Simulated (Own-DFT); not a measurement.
# How strain changes the stress of wurtzite GaN, 96 atoms (Ga48N48)

All numbers below are calculated, not measured. They come from Own-DFT, an in-house plane-wave density functional program, since retired, whose code no person has reviewed. Each row is one single-point run on a periodic cell that was not relaxed, without spin or spin-orbit coupling.

Settings of every run: PBE; PseudoDojo norm-conserving scalar-relativistic files (stringent for Ga); cutoff 96 hartree; 3 x 4 x 3 k mesh centred on Gamma; Gaussian smearing of 0.01 eV.

Known limits: forces on such cells passed a denser k mesh, each cell not checked; stress not checked against mesh or cutoff.

Unstrained cell vectors in Å: (12.756, 0.000, 0.000); (-4.783, 8.285, 0.000); (0.000, 0.000, 10.370). The unstrained cell has measured lattice constants (interpolated for alloys), not those of this functional. That, the random moves and any unrelaxed bonds set the pressure at no strain. Each run strains this cell uniformly, with the atoms carried along. Every atom was also moved at random, by a Gaussian of width 0.05 Å on each axis. Strain is the symmetric tensor, in per cent. Stress is positive in tension, and the pressure is minus a third of its trace.

| run | e_xx (%) | e_yy (%) | e_zz (%) | e_yz (%) | e_xz (%) | e_xy (%) | s_xx (GPa) | s_yy (GPa) | s_zz (GPa) | s_yz (GPa) | s_xz (GPa) | s_xy (GPa) | P (GPa) | E (meV/atom) |
|---|---|---|---|---|---|---|---|---|---|---|---|---|---|---|
| 1 | -1.53 | 1.81 | -1.29 | 1.31 | 1.50 | 0.83 | -11.54 | -3.09 | -13.62 | 3.05 | 3.44 | 2.22 | 9.41 | 23.2 |
| 2 | 0.20 | 0.53 | -1.49 | 1.55 | -0.88 | -1.99 | -7.04 | -8.25 | -14.07 | 4.91 | -0.33 | -6.30 | 9.78 | 41.2 |
| 3 | 1.99 | 1.31 | 1.60 | -0.90 | -0.83 | 1.15 | 2.98 | -0.15 | 0.88 | -2.49 | -1.42 | 3.71 | -1.24 | 6.1 |
| 4 | 1.94 | -1.75 | 0.32 | -0.89 | -0.98 | 1.26 | -2.20 | -11.81 | -4.98 | -2.23 | -2.10 | 3.45 | 6.33 | 10.8 |
| 5 | -1.57 | 1.36 | 0.47 | -0.46 | -0.75 | -0.27 | -12.77 | -4.34 | -3.97 | -0.98 | -1.40 | 0.46 | 7.03 | 24.0 |
| 6 | -0.85 | 1.77 | 1.99 | 0.21 | -0.12 | 0.27 | -7.30 | 1.02 | 1.17 | 0.85 | -0.63 | 1.03 | 1.71 | 0.0 |
| 7 | -0.71 | -1.05 | -1.03 | 1.92 | 0.34 | 0.68 | -12.07 | -14.25 | -14.71 | 3.90 | 1.03 | 3.18 | 13.68 | 48.3 |
| 8 | -1.48 | -1.54 | 1.54 | 1.49 | -1.62 | 0.81 | -15.51 | -14.22 | -2.58 | 3.16 | -3.53 | 1.76 | 10.77 | 32.8 |
| 9 | 1.93 | 1.24 | 0.69 | 1.27 | 1.24 | 1.80 | 2.20 | -1.32 | -2.79 | 3.03 | 2.31 | 4.10 | 0.64 | 13.0 |
| 10 | 1.44 | 1.96 | 0.30 | -1.71 | 0.85 | -1.97 | 0.09 | 2.46 | -4.31 | -3.23 | 2.10 | -5.12 | 0.59 | 5.3 |
| 11 | 1.95 | 1.50 | 0.50 | -1.98 | 0.35 | 1.82 | 2.42 | 0.09 | -3.43 | -3.55 | 0.19 | 4.61 | 0.31 | 11.4 |
| 12 | 0.66 | -0.68 | -1.43 | 0.55 | -0.17 | -0.58 | -5.87 | -9.77 | -14.20 | 0.60 | -0.38 | -1.48 | 9.95 | 13.1 |
| 13 | 0.59 | -1.22 | 1.60 | -1.26 | 0.16 | -1.75 | -4.82 | -11.51 | 0.33 | -2.59 | 0.56 | -4.40 | 5.33 | 5.9 |
| 14 | -1.62 | 1.94 | 1.29 | -1.73 | -1.30 | -0.22 | -10.97 | -0.60 | -1.19 | -3.30 | -2.28 | 0.39 | 4.25 | 10.6 |
| 15 | -1.85 | -0.79 | -0.92 | -1.95 | -1.84 | -1.00 | -17.92 | -13.12 | -14.45 | -4.07 | -4.84 | -4.62 | 15.16 | 39.9 |
| 16 | -1.02 | -0.64 | 1.95 | 0.40 | 0.63 | 0.02 | -10.27 | -9.65 | -0.32 | 1.17 | 1.96 | -0.31 | 6.75 | 7.8 |
| 17 | -1.39 | -0.10 | -0.50 | 1.17 | 0.31 | -1.08 | ? | ? | ? | ? | ? | ? | ? | ? |

E is the free energy for each atom above the lowest run shown.

## Worked fit

Each stress component was fitted by least squares to a constant and the strains of the runs shown, as fractions, with shears doubled. Shear strains stay in the fit of a normal stress only where such slopes are resolved. The slopes, in GPa:

```
stress  at no strain  per e_xx  per e_yy  per e_zz  scatter
  s_xx          -7.6  408 ± 14  124 ± 15   64 ± 16     0.78
  s_yy          -7.9   94 ± 15  393 ± 17   83 ± 18     0.89
  s_zz          -7.7   65 ± 15   57 ± 16  465 ± 18     0.88
```

Each shear stress against twice its own strain: yz 112 ± 7, xz 101 ± 8, xy 136 ± 12 GPa. These are stiffnesses along x, y and z of the frame in which the cell vectors are given, which need not be the crystal's axes. The atoms are held to the strained lattice; where symmetry lets them move under strain, relaxing them would lower some slopes. The table should be nearly symmetric about its diagonal, and what it lacks of that shows the noise. A ninth of its sum, 195 ± 4 GPa, estimates the bulk modulus near the mean pressure of these runs, 6.3 GPa, so it lies above the value at zero pressure.

## Withheld run

Question: what normal stresses and pressure should run 17 give?

The fit gives s_xx = -13.7, s_yy = -10.0, s_zz = -11.1 and P = 11.6 GPa. The calculation gave -12.37, -9.30, -11.81 and P = 11.16 GPa.
